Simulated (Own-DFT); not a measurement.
# Point defects and the pressure they add: zincblende GaP

The numbers are computed, not measured, by runs of the plane-wave DFT program Own-DFT (in-house, retired, unreviewed) at fixed positions, with no spin and no spin-orbit coupling.

Method: PBE; PseudoDojo norm-conserving scalar-relativistic files; cutoff 42 hartree; 3 x 3 x 3 k mesh centred on Gamma; Fermi-Dirac smearing of 0.1 eV.

Limits (not all hold for every row): not probed for a lower state with spin; forces on such cells failed a check on a denser k mesh; forces on such cells passed a denser k mesh, each cell not checked; stress not checked against mesh or cutoff.

All runs share one cell, with vectors in Å (10.901, 0.000, 0.000); (0.000, 10.901, 0.000); (0.000, 0.000, 10.901) and a volume of 1295.4 Å³. u is the rms random offset of the atoms per axis. The defect's site can differ from row to row.

```
cell,formula,u (Å),P (GPa)
no defect,Ga32P32,0.0202,2.70
no defect,Ga32P32,0.0224,2.72
no defect,Ga32P32,0.0478,3.24
one As on a P site,AsGa32P31,0.0280,3.17
one As on a P site,AsGa32P31,0.0438,3.49
one As on a P site,AsGa32P31,0.0492,3.56
one In on a Ga site,Ga31InP32,0.0290,3.65
one In on a Ga site,Ga31InP32,0.0326,3.73
one In on a Ga site,Ga31InP32,0.0517,4.14
one P on a Ga site,Ga31P33,0.0275,2.92
one P on a Ga site,Ga31P33,0.0310,3.04
one P on a Ga site,Ga31P33,0.0502,3.18
one Al on a Ga site,AlGa31P32,0.0292,2.85
one Al on a Ga site,AlGa31P32,0.0308,2.88
one Al on a Ga site,AlGa31P32,0.0522,?
one Al on a Ga site,AlGa31P32,0.0532,3.33
```

## Worked fit

P = P0 + c u² + a shift for each defect gives P0 = 2.64 GPa, c = 236 ± 20 GPa/Å² and a scatter of 0.06 GPa. The shifts, and each times the cell's volume:

- one In on a Ga site: 0.84 ± 0.05 GPa, 6.8 eV
- one As on a P site: 0.37 ± 0.05 GPa, 3.0 eV
- one P on a Ga site: 0.07 ± 0.05 GPa, 0.6 eV (not resolved)
- one Al on a Ga site: 0.02 ± 0.05 GPa, 0.1 eV (not resolved)

Positive is outwards. The product with the volume (160.2 GPa Å³ to the eV) is nearly free of the cell's size; divided by the bulk modulus at the cell's pressure it gives the volume that the defect adds. The atoms around the defects weren't relaxed, which would change these numbers.

## Prediction

Question: what pressure belongs in the blank (one Al on a Ga site, u = 0.0522 Å)?

The fit gives 3.30 ± 0.08 GPa. Computed: 3.33 GPa.
